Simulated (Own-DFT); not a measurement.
# Misfit strain and the stress it brings: diamond-structure SiGeSn with randomly placed atoms, 64 atoms (Ge52Si8Sn4)

Calculated, not measured: single-point runs of Own-DFT, a retired in-house plane-wave DFT program that no person has reviewed, on unrelaxed cells, without spin or spin-orbit coupling.

Settings: PBE; PseudoDojo norm-conserving scalar-relativistic files; cutoff 49 hartree; 3 x 3 x 3 k mesh centred on Gamma; Fermi-Dirac smearing of 0.1 eV.

Limits: forces on such cells moved up to 12 meV/angstrom on a denser k mesh; stress not checked against mesh or cutoff.

Unstrained cell vectors in Å: (11.363, 0.000, 0.000); (0.000, 11.363, 0.000); (0.000, 0.000, 11.363). The unstrained cell has measured lattice constants (interpolated for alloys), not those of this functional. That, the random moves and any unrelaxed bonds set the pressure at no strain. Each run strains x and y alike by e, as a substrate would, and holds the height along z. All atoms carry random offsets, Gaussian with a width of 0.05 Å per axis. The random placing of the alloy's atoms differs from row to row. Stress is positive in tension.

```
e (%)  u (Å)  (s_xx + s_yy)/2 (GPa)  s_zz (GPa)
-2.25  0.048                  -9.25       -7.68
-2.00  0.052                      ?           ?
-1.25  0.048                  -6.87       -6.22
-1.00  0.049                  -6.24       -5.64
-0.50  0.054                  -5.59       -5.13
-0.25  0.052                  -5.00       -4.91
 1.25  0.055                  -2.65       -3.58
 1.50  0.046                  -1.82       -2.56
 2.00  0.051                  -1.38       -2.54
 2.50  0.052                  -0.59       -1.93
```

## What the rows give

With e as a fraction, the in-plane stress is -4.5 + 182 e - 1075 e² GPa (errors 4 and 300, scatter 0.17), and s_zz is -4.6 + 120 e - 693 e² GPa (slope ± 6, scatter 0.24). At e = 0 the first slope is C11 + C12 and the second 2 C12, both with the ions held to the strained lattice and at the cell's own pressure. The term in e² is negative: the layer stiffens under compression and softens under tension. A free layer would change its height as e changes, and the in-plane slope would drop by 2 C12²/C11 to the biaxial modulus. At fixed height, a misfit of 1 % moves the in-plane stress by about 1.8 GPa and s_zz by 1.2 GPa.

## Test on the hidden row

Q: what are the two stresses at e = -2.00 %?

Estimate: -8.6 and -7.2 GPa. DFT gave -8.49 and -7.02 GPa.
